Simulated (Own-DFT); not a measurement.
# Reading a pressure off an energy slope: corundum Al2O3, 78 atoms (Al32O46), with two O vacancies

All values are computed. Each geometry was run twice at fixed positions with Own-DFT, a retired in-house plane-wave program that no person has reviewed: with PBE, and with HSE06 (exact exchange share 0.25 at short range, screening 0.11 per bohr, Gygi-Baldereschi treatment of its divergence). Both used PseudoDojo norm-conserving files made for PBE, a cutoff of 48 hartree, the Gamma point alone, fixed occupations, a neutral cell and no spin. The unstrained cell is 7.9 Å across at its thinnest, so Gamma alone is coarse and defects feel their images. The oxygen file's force components were 24 meV/Å off all-electron values in a glass.

Unstrained cell vectors in Å: (5.494, 0.000, 8.660); (-2.747, 4.758, 8.660); (-2.747, -4.758, 8.660), volume V0 = 679.1 Å³, from measured lattice constants. Each geometry has its own random strain of a few per cent, its own defect sites and random moves of rms u per axis. HSE06 gave the energy alone. D is its energy less that of PBE, over the lowest D shown. The PBE stress wasn't checked against mesh or cutoff.

| run | V - V0 (Å³) | u (Å) | P with PBE (GPa) | D (eV) |
|---|---|---|---|---|
| 1 | 0.0 | 0.0504 | 9.52 | 0.947 |
| 2 | -13.6 | 0.0504 | 14.63 | 0.443 |
| 3 | -21.7 | 0.0305 | 16.38 | 0.000 |
| 4 | -18.3 | 0.0298 | 14.07 | 0.146 |
| 5 | -3.8 | 0.0295 | 8.29 | 0.708 |
| 6 | -20.2 | 0.0526 | 18.05 | 0.213 |
| 7 | -8.1 | 0.0285 | 9.93 | 0.532 |
| 8 | 31.7 | 0.0282 | -3.45 | 2.083 |
| 9 | 8.6 | 0.0516 | 7.03 | 1.290 |
| 10 | 20.5 | 0.0289 | 0.30 | 1.609 |
| 11 | -13.1 | 0.0321 | 12.88 | 0.233 |
| 12 | -9.7 | 0.0294 | 10.95 | 0.422 |
| 13 | 12.0 | 0.0442 | 4.85 | ? |

## What the rows give

D = 0.76 + 0.0390 (V - V0) + 79 u² eV, with an error of 0.0007 on the volume slope, 14 on the last term and a scatter of 0.04 eV. Pressure is -dE/dV, and 1 eV/Å³ is 160.2 GPa, so HSE06 changes the pressure by -6.2 ± 0.1 GPa. With the ions held to the strained lattice, the PBE pressure falls by 245 ± 6 GPa per unit of volume strain; the shape of the strain isn't fitted, so the true error is larger, and a relaxed crystal would be softer. On that slope HSE06's volume at a given pressure is about 2.6 % smaller, or 0.9 % in lengths. At u = 0 and V0 the PBE pressure is 6.4 GPa, which puts the zero-pressure volume, against the measured cell and with the defects in, at +2.6 % for PBE and +0.1 % for HSE06, each good to a few tenths of a per cent.

## Test on the hidden row

The question: what D should run 13 give?

Estimate: 1.38 eV, with rows scattering by 0.04. Computed: 1.332 eV.
